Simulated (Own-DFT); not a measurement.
# Computed records: Hf$_{32}$O$_{63}$ (monoclinic hafnia with one neutral oxygen vacancy, atoms displaced), Hf$_{16}$O$_{31}$ (monoclinic hafnia with two neutral oxygen vacancies, strained, atoms displaced)

All values are calculated (Own-DFT development build). A calculation, not a measurement: plane-wave PBE and HSE06 DFT by an unreviewed code, no spin, of a simulated cell at Gamma alone, so results move with cell size and shape, stress positive in tension, energies less offsets, not probed for a lower state with spin; hafnium file: forces about 75 meV/angstrom off all-electron values; oxygen file: force components 24 meV/angstrom off all-electron in a glass; k mesh not checked against a denser one; forces and stress are PBE's, HSE06 gives the energy alone, and its difference from PBE has offsets of its own; offsets are fitted by least squares, one for each functional and potential file, so energies compare only between cells with the same atoms and settings and are not formation energies; the far tail of each file's local potential was reset to the Coulomb form; each entry is a single point on an unrelaxed cell, so the pressure reflects the starting lattice, mostly measured values, from which strain is counted, and rises with the displacements; printed positions are rounded, which can move forces by about a meV/angstrom; the program is a retired in-house code; no spin-orbit coupling.

Common to all runs: first functional PBE; second functional HSE06; exact exchange share 0.25; screening 0.11 1/bohr; exchange divergence Gygi-Baldereschi; potential files PseudoDojo norm-conserving, scalar-relativistic, made for PBE, standard set; wave cutoff 48 hartree; occupations fixed; k mesh 1 x 1 x 1 centred on Gamma.

(1) Hf$_{32}$O$_{63}$ (monoclinic hafnia with one neutral oxygen vacancy, atoms displaced)

```xyz
95
Lattice="10.2340 0.0000 0.0000 0.0000 10.3500 0.0000 -1.6955 0.0000 10.4453" Properties=species:S:1:pos:R:3 Hf32O63
Hf     1.1814     0.2931     1.1067
Hf     3.3744     2.7663     1.4294
Hf     2.9920     4.9594     4.1146
Hf     0.8885     2.3703     3.6400
O      0.1221     1.6733     1.6655
O      4.5417     4.3137     0.8356
O      4.2170     3.3904     3.2530
O     -0.4107     0.8541     4.4457
O      1.8397     3.8960     2.3707
O      2.8294     1.2938     0.1181
O      2.2820     1.3083     2.7580
O      1.4609     3.9615     5.2284
Hf     0.4050     0.1406     6.4559
Hf     2.4381     2.8265     6.7162
Hf     2.0648     5.1265     9.3530
Hf    -0.0033     2.5357     8.8645
O     -0.8308     1.6107     7.0483
O      3.6134     4.3380     6.0402
O      3.3599     3.4408     8.5890
O     -1.1062     0.9506     9.7340
O      1.0565     3.9995     7.6160
O      1.9366     1.2787     5.3381
O      1.4361     1.1842     7.9163
O      0.5332     3.7940    10.3552
Hf     1.2211     5.4314     1.1270
Hf     3.3938     7.9279     1.5947
Hf     3.0463    10.0159     4.1309
Hf     0.8325     7.6435     3.6006
O      0.1051     6.8405     1.8178
O      4.5794     9.3278     0.7808
O      4.1457     8.6319     3.4522
O     -0.6133     5.9590     4.2548
O      1.9588     9.2094     2.5473
O      2.7809     6.4853     0.1313
O      2.3469     6.4157     2.7254
O      1.4843     9.0452     5.2822
Hf     0.4607     5.4053     6.3229
Hf     2.5084     7.9466     6.6931
Hf     2.2797    10.2187     9.2607
Hf     0.0438     7.6551     8.9324
O     -0.8771     6.8111     6.9799
O      3.7441     9.4412     6.0036
O      3.3703     8.6536     8.7094
O     -1.0813     6.1388     9.6882
O      1.0282     9.0841     7.7774
O      1.9300     6.3951     5.3220
O      1.5610     6.3967     7.9528
O      0.6503     8.9766    10.3269
Hf     6.3870     0.1829     1.0961
Hf     8.4733     2.7102     1.5268
Hf     8.0861     4.9764     4.0957
Hf     5.9762     2.4138     3.6269
O      5.2673     1.6733     1.9029
O      9.8210     4.3308     0.6931
O      9.1283     3.4983     3.3298
O      4.7840     0.8933     4.4216
O      7.0378     3.9314     2.5666
O      7.8544     1.2784     0.0251
O      7.5572     1.3195     2.5989
O      6.6043     3.8095     5.1815
Hf     5.4677    10.3331     6.3578
Hf     7.7370     2.8348     6.7442
Hf     7.3955     4.8316     9.4143
Hf     4.9482     2.2578     8.9391
O      4.3119     1.6489     6.9222
O      8.9002     4.3831     5.9826
O      3.9593     0.9013     9.6871
O      6.0290     4.0079     7.7486
O      7.1621     1.2995     5.3968
O      6.7229     1.0832     7.7669
O      5.6674     3.7501    10.3460
Hf     6.2939     5.3170     1.0613
Hf     8.5653     8.0021     1.5819
Hf     8.1956     9.9617     4.1608
Hf     5.8497     7.6391     3.6645
O      5.1793     7.0713     1.7773
O      9.7315     9.5472     0.8434
O      9.4000     8.6112     3.5500
O      4.8409     6.0080     4.4887
O      7.0175     9.1882     2.4863
O      7.9582     6.5837     0.1368
O      7.5091     6.5038     2.6684
O      6.6646     8.8631     5.2092
Hf     5.5905     5.4519     6.4073
Hf     7.8344     8.1063     6.8851
Hf     7.3058    10.1723     9.4385
Hf     5.1374     7.5373     8.8745
O      4.3006     6.9369     7.1612
O      8.8398     9.5777     6.0112
O      8.4319     8.6277     8.6155
O      3.8294     6.0313     9.7045
O      6.1307     8.9539     7.7067
O      7.0597     6.4879     5.2447
O      6.7627     6.4871     7.7223
O      5.6894     9.0170    10.3412
```

```
PBE energy of cell above offsets : -81.901 eV
HSE06 less PBE above offsets     : 0.547 eV
PBE pressure                     : 7.48 GPa
PBE stress xx                    : -7 GPa
PBE stress yy                    : -7.33 GPa
PBE stress zz                    : -8.12 GPa
PBE stress yz                    : -0.37 GPa
PBE stress xz                    : -0.09 GPa
PBE stress xy                    : 1.23 GPa
```

Force:
```
element  x (eV/Å)  y (eV/Å)  z (eV/Å)
     Hf     3.014    -2.116    -1.262
     Hf     1.785     0.046     1.338
     Hf     2.943    -1.281     1.042
     Hf    -3.397    -0.182     1.884
      O    -3.017     3.632     2.256
      O     0.252     0.277    -0.362
      O    -1.233     1.549     1.461
      O     1.114     0.524    -1.055
      O    -0.036    -0.167     1.808
      O      0.85     0.016     -0.31
      O     1.584    -0.807    -0.511
      O    -1.007    -2.295    -3.361
     Hf    -1.667     2.363    -3.424
     Hf     4.566    -0.909    -0.683
     Hf     2.723      -3.1     1.379
     Hf    -1.566    -2.446     0.245
      O    -0.024     1.855     0.864
      O     1.319     0.316    -0.222
      O    -1.535     0.314     0.743
      O    -1.518    -0.078    -1.831
      O    -1.185    -1.016     2.859
      O    -0.446     0.863     0.055
      O     0.861       1.4     0.695
      O     0.443     0.932    -1.067
     Hf     0.431    -1.025    -1.347
     Hf     1.244     1.124     -2.65
     Hf     0.279     5.463     1.783
     Hf    -0.491      -2.7     2.009
      O    -1.526     2.579      0.52
      O     1.177     2.209    -0.009
      O     0.682    -1.334    -0.174
      O     6.367     3.752     0.569
      O    -1.618    -1.657     0.129
      O     0.806     0.291     0.253
      O     0.439     0.299      0.39
      O    -0.795    -1.382    -2.202
     Hf    -4.368     0.297    -1.475
     Hf     2.494     -0.44     1.733
     Hf    -0.974    -1.869     2.844
     Hf    -1.603    -1.379     0.675
      O     2.068     0.858     0.747
      O     -0.62     -1.35     0.424
      O    -0.169     0.066    -1.152
      O    -1.705    -1.083    -0.853
      O     0.491    -0.702    -0.318
      O     0.145     2.653    -0.619
      O    -0.675      2.14    -0.993
      O    -0.561     0.321     0.071
     Hf    -1.636    -0.006     0.256
     Hf     1.469     1.629     0.195
     Hf    -2.711     0.199     1.482
     Hf    -0.416    -1.013     3.099
      O     -1.42    -0.413    -2.553
      O    -0.958    -1.355     0.714
      O     3.873    -2.797    -0.707
      O    -0.652    -1.572    -0.246
      O    -2.041     0.475    -2.383
      O     1.136    -0.023     0.403
      O      0.09    -1.562     0.841
      O    -0.861    -0.052    -0.037
     Hf     1.374     4.631    -1.709
     Hf    -0.666    -0.813    -1.501
     Hf    -0.415      1.74    -1.763
     Hf     2.351     3.693    -4.274
      O    -0.383    -0.141     1.675
      O     0.341    -1.501     1.512
      O    -2.967    -2.651     0.798
      O     1.933    -1.362     1.352
      O    -0.577    -0.368    -1.503
      O    -0.591     0.295     2.769
      O     0.618     0.753     0.586
     Hf     0.238      1.35     0.373
     Hf    -0.902    -1.673    -1.354
     Hf    -1.433     5.427     1.523
     Hf     2.178    -3.322     1.447
      O     0.478    -1.927     0.122
      O     -0.37    -0.946     0.442
      O     0.089    -0.926    -1.866
      O    -2.087      0.33    -1.402
      O     0.475    -1.141     1.091
      O    -0.233    -0.882    -0.854
      O    -0.812     0.296    -0.491
      O    -1.113     1.464    -1.263
     Hf    -0.559    -0.324    -2.583
     Hf    -1.366    -3.655    -3.991
     Hf      0.18     0.795    -1.486
     Hf    -0.421    -0.472     1.312
      O    -0.791    -0.681    -1.553
      O     1.584     -0.56     1.233
      O     1.711      1.23     2.903
      O     0.509     0.252    -0.447
      O    -0.589     0.882     1.375
      O    -0.247     0.372     0.418
      O    -0.609    -0.837     3.115
      O      0.86     0.337     0.035
```

(2) Hf$_{16}$O$_{31}$ (monoclinic hafnia with two neutral oxygen vacancies, strained, atoms displaced)

```xyz
94
Lattice="10.3182 -0.1590 0.0752 -0.1608 10.3612 0.1152 -1.6327 0.1426 10.2600" Properties=species:S:1:pos:R:3 Hf16O31
Hf     1.2635     0.2518     1.0692
Hf     3.4818     2.7437     1.5828
Hf     3.0260     4.9921     4.2085
Hf     0.8031     2.3926     3.6513
O      0.0935     1.7157     1.7751
O      4.5653     4.2317     0.8519
O      4.2349     3.4227     3.4296
O     -0.3249     0.9935     4.3840
O      1.8612     3.9506     2.5395
O      2.8141     1.2887     0.1294
O      2.3756     1.2493     2.7053
O      1.4977     3.8906     5.0753
Hf     0.3990     0.2430     6.1721
Hf     2.6558     2.8784     6.6645
Hf     2.2027     5.0682     9.2260
Hf     0.0133     2.4249     8.7899
O     -0.7477     1.7866     6.9527
O      3.7407     4.3210     5.9585
O      3.3730     3.4857     8.5420
O     -1.1361     0.9606     9.4857
O      1.0389     4.0372     7.6670
O      1.9866     1.3864     5.2604
O      1.5498     1.3138     7.8112
O      0.6649     3.9026    10.1896
Hf     1.1726     5.3710     1.0833
Hf     3.3728     7.9817     1.6559
Hf     2.9145    10.1414     4.1753
Hf     0.7064     7.5660     3.7145
O      4.5388     9.4273     0.9696
O      4.1053     8.5637     3.4595
O     -0.3976     6.1080     4.4249
O      1.7717     9.1388     2.5884
O      2.7454     6.4430     0.1834
O      1.4186     9.0178     5.1238
Hf     0.3268     5.4552     6.2701
Hf     2.5280     8.0445     6.7163
Hf     2.1306    10.2457     9.3140
Hf    -0.1142     7.6286     8.8343
O     -0.8691     7.0134     6.9991
O      3.6633     9.5063     6.0483
O      3.3518     8.6682     8.6008
O     -1.2211     6.0955     9.6205
O      0.9822     9.1906     7.7294
O      1.9146     6.5479     5.3267
O      1.5456     6.5028     7.8786
O      0.5471     9.1332    10.2293
Hf     6.4132     0.0814     1.0887
Hf     8.5654     2.6738     1.5752
Hf     8.1828     4.8978     4.1449
Hf     5.9905     2.3225     3.6525
O      5.2272     1.6965     1.8438
O      9.7368     4.1927     0.9008
O      9.3398     3.3057     3.4854
O      4.8239     0.7883     4.3681
O      7.0245     3.8617     2.5920
O      7.9156     1.2341     0.1480
O      7.5024     1.2071     2.6831
O      6.5615     3.7690     5.0842
Hf     5.5978     0.1908     6.2353
Hf     7.8107     2.7567     6.7070
Hf     7.3924     5.0003     9.3084
Hf     5.1537     2.3966     8.7660
O      4.4170     1.7323     6.9246
O      8.9201     4.2432     6.0020
O      8.5667     3.4624     8.5876
O      3.9519     0.9445     9.5555
O      6.1907     3.9107     7.7078
O      7.1670     1.2724     5.2721
O      6.7188     1.2085     7.8286
O      5.7829     3.8990    10.2478
Hf     6.3727     5.2597     1.2100
Hf     8.5841     7.8742     1.6474
Hf     8.0744    10.0417     4.2679
Hf     5.8652     7.4989     3.7079
O      5.1671     6.8832     1.8193
O      9.6851     9.3369     0.9320
O      9.2606     8.5159     3.5129
O      4.7093     6.0098     4.4514
O      6.9248     8.9992     2.5981
O      7.8734     6.4079     0.2973
O      7.4486     6.2861     2.8029
O      6.5628     8.9803     5.1356
Hf     5.5309     5.3968     6.3430
Hf     7.7310     7.9399     6.8416
Hf     7.3224    10.1779     9.3795
Hf     5.0517     7.6070     8.9084
O      4.3362     6.9424     7.0192
O      8.8190     9.4021     6.0867
O      8.4874     8.5860     8.6866
O      3.9254     6.1153     9.6061
O      6.1897     9.0753     7.7153
O      7.0698     6.4789     5.4395
O      6.6974     6.3983     7.9374
O      5.7589     9.1145    10.3430
```

```
PBE energy of cell above offsets : -90.134 eV
HSE06 less PBE above offsets     : 0.190 eV
PBE pressure                     : 6.21 GPa
PBE stress xx                    : -3.33 GPa
PBE stress yy                    : -5.2 GPa
PBE stress zz                    : -10.11 GPa
PBE stress yz                    : 3.91 GPa
PBE stress xz                    : 1.68 GPa
PBE stress xy                    : -5.59 GPa
```

Force:
```
element  x (eV/Å)  y (eV/Å)  z (eV/Å)
     Hf     0.282    -1.156     0.759
     Hf    -0.058     0.737    -0.031
     Hf    -0.778    -0.568     -2.58
     Hf     0.779      1.58    -0.202
      O    -1.097     0.635    -0.245
      O     0.994     0.739      0.11
      O    -0.317     0.222     0.316
      O    -1.493    -1.719     0.058
      O     0.477     0.425    -0.401
      O     0.266      -0.3    -0.181
      O     0.012    -0.059      0.08
      O    -1.205    -0.249     0.628
     Hf     0.903     0.923     0.916
     Hf    -0.877     -1.35      0.47
     Hf     0.249    -0.929     1.115
     Hf     0.344     1.574    -0.126
      O    -0.658    -0.012    -0.655
      O     1.644     0.763     1.152
      O     0.379     0.074    -0.053
      O    -0.152     0.342    -0.258
      O     0.124    -0.371    -0.712
      O     0.149    -0.449    -0.108
      O     0.125     -0.05     0.215
      O    -0.348     0.147     0.147
     Hf     0.789    -0.709     2.423
     Hf    -0.862    -1.543    -1.089
     Hf     0.403     0.267     0.014
     Hf     0.492     0.235    -0.544
      O    -0.401     0.373    -0.553
      O     0.036     0.356     0.867
      O    -0.654    -0.403      -0.4
      O      0.35    -0.156    -0.315
      O     0.037     0.381     0.348
      O    -0.974     0.534      0.38
     Hf     0.522    -0.039     0.226
     Hf     0.531    -0.756     0.692
     Hf    -0.416    -0.832    -0.115
     Hf     0.878       0.9      1.01
      O     0.743    -0.769    -0.155
      O     0.924     0.533     0.117
      O    -0.465     0.789     0.473
      O     0.122     1.609    -1.869
      O      0.03    -0.407     -0.75
      O     0.104    -0.129    -0.423
      O    -0.965     0.433    -0.162
      O     0.223      0.02     0.475
     Hf    -0.067     0.921     0.792
     Hf     0.816     0.103     0.163
     Hf    -0.038    -0.779     0.208
     Hf    -1.099    -0.019     0.865
      O    -0.127    -0.638     -0.88
      O    -0.132    -0.238     0.805
      O    -0.148     0.273    -0.145
      O     0.209     0.112    -0.116
      O     0.552    -0.503    -0.677
      O     0.896     0.105    -0.487
      O     0.685    -0.996     0.509
      O     0.509     0.639     0.848
     Hf    -0.395    -0.156    -0.288
     Hf    -0.117    -0.286      0.26
     Hf    -1.075    -1.477    -0.083
     Hf    -0.543     0.349     0.796
      O    -0.244     0.066    -0.126
      O     0.371      0.21     0.397
      O    -0.064    -0.401    -0.118
      O     0.351     0.088    -0.541
      O      0.49     0.036    -0.657
      O     0.247    -0.014     0.138
      O     0.108     0.347     0.376
      O    -0.038     -0.24     0.186
     Hf    -1.554     0.619    -0.739
     Hf    -0.801    -0.299     0.416
     Hf    -0.017     0.476    -1.456
     Hf     0.048    -0.013     0.321
      O    -0.254    -0.211     0.426
      O     0.686     0.262     0.508
      O     0.346    -0.118      0.13
      O     1.003     0.623     0.087
      O     0.616     0.131     0.078
      O     0.665     0.171    -0.686
      O    -0.058     0.931      0.28
      O    -0.751    -0.236     0.436
     Hf    -0.409     0.117    -0.303
     Hf    -0.969    -0.625    -0.725
     Hf    -0.909    -0.815    -0.727
     Hf    -0.104      -0.1    -0.116
      O     0.176    -0.381    -0.244
      O     1.133     0.753    -0.028
      O    -0.029     0.099     0.287
      O     0.141    -0.258    -0.413
      O    -0.268     0.248     0.337
      O     0.054    -0.324    -0.965
      O    -0.586     0.299     0.538
      O      -0.5    -0.485    -0.734
```
